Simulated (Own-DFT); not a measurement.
# How strain changes the stress of hcp Ru, 36 atoms (Ru36)

These are calculations, not measurements. They come from Own-DFT, an in-house plane-wave density functional program, since retired, whose code no person has reviewed. Each row is one single-point run on a periodic cell that was not relaxed, without spin or spin-orbit coupling.

Settings of every run: PBE; PseudoDojo norm-conserving scalar-relativistic files; cutoff 50 hartree; 5 x 5 x 4 k mesh centred on Gamma; cold (Marzari-Vanderbilt) smearing of 0.2 eV.

Known limits: forces on such cells failed a check on a denser k mesh; stress not checked against mesh or cutoff.

Unstrained cell vectors in Å: (8.118, 0.000, 0.000); (-4.059, 7.030, 0.000); (0.000, 0.000, 8.563). The unstrained cell has measured lattice constants (interpolated for alloys), not those of this functional. That, the random moves and any unrelaxed bonds set the pressure at no strain. Each run strains this cell uniformly, with the atoms carried along. Every atom was also moved at random, by a Gaussian of width 0.05 Å on each axis. Strain is the symmetric tensor, in per cent. Stress is positive in tension, and the pressure is minus a third of its trace.

```
run  e_xx (%)  e_yy (%)  e_zz (%)  e_yz (%)  e_xz (%)  e_xy (%)  s_xx (GPa)  s_yy (GPa)  s_zz (GPa)  s_yz (GPa)  s_xz (GPa)  s_xy (GPa)  P (GPa)  E (meV/atom)
  1      0.01     -1.84     -0.04      1.19     -1.72     -0.58      -11.73      -19.31      -12.87        4.80       -6.66       -1.99    14.64          26.2
  2      1.83     -0.39      0.05     -1.37      0.70      0.55        1.15       -6.66       -4.41       -5.15        2.32        2.68     3.31           7.1
  3      1.06     -1.17     -1.34     -1.31      0.45     -1.94       -7.08      -16.80      -18.04       -5.82        1.61       -8.19    13.97          37.3
  4      1.21      1.63     -1.65      0.27     -1.57      1.86       -1.68        1.53      -13.73        1.30       -6.78        7.28     4.63           9.8
  5      0.18      1.94     -0.09      0.34      0.94     -1.95       -4.30        2.81       -4.29        1.59        3.80       -7.14     1.93          10.9
  6     -0.65      0.55     -1.76     -1.85      1.49     -1.28      -14.61       -9.58      -21.35       -7.62        7.02       -4.37    15.18          34.2
  7     -1.04     -0.75      0.54      0.27      0.18      0.89      -14.67      -14.28       -7.36        0.72        0.76        4.31    12.10          13.9
  8      1.96      1.20     -0.28     -1.72      1.01     -1.75        3.92        0.89       -4.61       -6.32        3.29       -6.20    -0.07          22.1
  9     -1.46      1.19     -1.63     -1.04     -0.49     -0.20      -17.56       -6.91      -20.23       -4.20       -2.11       -0.78    14.90          21.4
 10      0.49     -1.54     -1.52     -1.62     -1.87     -1.17      -11.75      -21.03      -23.20       -6.73       -7.96       -5.22    18.66          62.8
 11      1.22      1.84      1.91      0.17      0.65      1.62        5.57        7.51        9.33        0.54        2.00        5.45    -7.47           0.0
 12      0.28     -2.00     -0.25      0.73     -1.76      0.10      -10.39      -22.98      -15.08        3.13       -6.89        0.91    16.15          52.9
 13     -0.62      1.76      0.11     -1.24     -1.32      1.93       -8.15        0.50       -5.47       -4.47       -4.68        6.82     4.38          14.8
 14     -1.71     -0.51      0.95      1.89      1.35     -1.57      -19.54      -12.91       -7.19        7.08        5.45       -6.99    13.21          47.4
 15     -1.13     -1.39     -1.54     -1.15     -0.81     -1.38      -22.50      -24.04      -25.43       -4.85       -3.86       -6.15    23.99          69.2
 16      0.40     -1.77     -1.31     -1.71     -1.17     -1.24           ?           ?           ?           ?           ?           ?        ?             ?
```

E is the free energy for each atom above the lowest run shown.

## Worked fit

Each stress component was fitted by least squares to a constant and the strains of the runs shown, as fractions, with shears doubled. Shear strains stay in the fit of a normal stress only where such slopes are resolved. The slopes, in GPa:

| stress | at no strain | per e_xx | per e_yy | per e_zz | scatter |
|---|---|---|---|---|---|
| s_xx | -8.8 | 594 ± 19 | 192 ± 16 | 186 ± 21 | 0.84 |
| s_yy | -9.0 | 187 ± 24 | 628 ± 19 | 180 ± 25 | 1.04 |
| s_zz | -8.9 | 199 ± 22 | 223 ± 18 | 687 ± 24 | 0.98 |

Each shear stress against twice its own strain: yz 197 ± 5, xz 205 ± 9, xy 202 ± 11 GPa. These are stiffnesses along x, y and z of the frame in which the cell vectors are given, which need not be the crystal's axes. The atoms are held to the strained lattice; where symmetry lets them move under strain, relaxing them would lower some slopes. The table should be nearly symmetric about its diagonal, and what it lacks of that shows the noise. A ninth of its sum, 342 ± 7 GPa, estimates the bulk modulus near the mean pressure of these runs, 10.0 GPa, so it lies above the value at zero pressure.

## Withheld run

Question: what normal stresses and pressure should run 16 give?

The fit gives s_xx = -12.2, s_yy = -21.8, s_zz = -21.0 and P = 18.4 GPa. The calculation gave -12.44, -22.99, -21.09 and P = 18.84 GPa.
